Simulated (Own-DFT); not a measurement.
# Oxygen vacancies under two functionals: monoclinic HfO2, Hf32O62

These are calculations. Each geometry was run twice at fixed positions with Own-DFT, a retired in-house plane-wave program that no person has reviewed: with PBE, and with HSE06 (exact exchange share 0.25 at short range, screening 0.11 per bohr, Gygi-Baldereschi treatment of its divergence). Both used PseudoDojo norm-conserving files made for PBE, a cutoff of 48 hartree, the Gamma point alone, fixed occupations, a neutral cell and no spin. The unstrained cell is 10.1 Å across at its thinnest, so Gamma alone is coarse and defects feel their images. The hafnium file keeps the 4f electrons in the core, and its forces lie about 75 meV/Å off all-electron values. The oxygen file's force components were 24 meV/Å off all-electron values in a glass.

Cell vectors in Å: (10.234, 0.000, 0.000); (0.000, 10.350, 0.000); (-1.696, 0.000, 10.445). Atoms were moved at random from their ideal sites, and each line below averages several runs of one case and one width of the moves; u² is the mean square move along one axis. E is the PBE energy of the cell and D the HSE06 energy less the PBE one, each over its lowest single run, with the standard error of the mean. Within a case the pair of sites differs from run to run.

- A: two O taken from sites with four and four neighbours, under 3.2 Å apart
- B: two O taken from sites with three and three neighbours, under 3.2 Å apart

```
case  runs   u² (Å²)  E (eV)  error of E  D (eV)  error of D
   A    10  0.000941   0.344       0.064   0.115       0.017
   A    10  0.002522   4.154       0.279   0.334       0.021
   A    10  0.006064  12.729       0.636   0.719       0.045
   B    10  0.000915   0.701       0.061   0.056       0.010
   B    10  0.002294   3.801       0.215   0.247       0.024
   B    10  0.006321  13.339       0.429   0.774       0.028
```

Asked: how do the cases differ under PBE, and what does HSE06 change?

## Solution

Fit E and D each to a + b u², with one a for each case and lines weighted by their errors. Against A, in eV:

```
case          PBE  change by HSE06        HSE06
   B  0.40 ± 0.08   -0.053 ± 0.015  0.34 ± 0.09
```

Under PBE, B lies above A by more than three errors. D is known much better than E, because both runs of a geometry share the same random moves. HSE06 moves B down against A. The slope b is 2352 ± 60 eV/Å² for E and 130 ± 5 for D, so at this fixed cell HSE06 makes random moves about 6 % costlier. The vacancies are unrelaxed, and relaxation differs between sites.
